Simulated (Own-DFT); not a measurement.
# Which defects push the lattice out? hexagonal WC

The numbers are computed, not measured, by runs of the plane-wave DFT program Own-DFT (in-house, retired, unreviewed) at fixed positions, with no spin and no spin-orbit coupling.

Common settings: PBE; PseudoDojo norm-conserving scalar-relativistic files; cutoff 50 hartree; 4 x 4 x 4 k mesh centred on Gamma; cold (Marzari-Vanderbilt) smearing of 0.2 eV.

Known weak points: forces on such cells moved up to 12 meV/angstrom on a denser k mesh; stress not checked against mesh or cutoff.

All runs share one cell, with vectors in Å (5.833, -5.052, -2.839); (0.000, -5.052, 8.518); (-5.833, -5.052, -2.839) and a volume of 669.4 Å³. The atoms are randomly displaced, by u rms on each axis. The defect's site can differ from row to row.

| cell | formula | u (Å) | P (GPa) |
|---|---|---|---|
| no defect | C32W32 | 0.0191 | 3.34 |
| no defect | C32W32 | 0.0201 | 3.33 |
| no defect | C32W32 | 0.0500 | 7.09 |
| one W vacancy | C32W31 | 0.0273 | 1.60 |
| one W vacancy | C32W31 | 0.0286 | 1.72 |
| one W vacancy | C32W31 | 0.0512 | 4.26 |
| one W on a C site | C31W33 | 0.0291 | ? |
| one W on a C site | C31W33 | 0.0294 | 16.45 |
| one W on a C site | C31W33 | 0.0303 | 16.38 |
| one W on a C site | C31W33 | 0.0308 | 16.31 |
| one C on a W site | C33W31 | 0.0304 | 2.62 |
| one C on a W site | C33W31 | 0.0304 | 2.84 |
| one C on a W site | C33W31 | 0.0519 | 5.55 |
| one C vacancy | C31W32 | 0.0314 | 3.45 |
| one C vacancy | C31W32 | 0.0505 | 5.02 |
| one C vacancy | C31W32 | 0.0509 | 5.95 |

## Working it out

P = P0 + c u² + a shift for each defect gives P0 = 2.89 GPa, c = 1552 ± 96 GPa/Å² and a scatter of 0.29 GPa. The shifts, and each times the cell's volume:

- one W on a C site: 12.07 ± 0.24 GPa, 50.4 eV
- one C vacancy: -1.26 ± 0.25 GPa, -5.3 eV
- one C on a W site: -1.57 ± 0.24 GPa, -6.6 eV
- one W vacancy: -2.53 ± 0.24 GPa, -10.6 eV

Against the defect-free cell, a freed cell would be larger where the shift is positive and smaller where it is negative (160.2 GPa Å³ is 1 eV). The atoms around the defects weren't relaxed, which would change these numbers.

## Withheld run

Question: what pressure belongs in the blank (one W on a C site, u = 0.0291 Å)?

Estimate: 16.28 ± 0.33 GPa. The calculation gave 16.88 GPa.
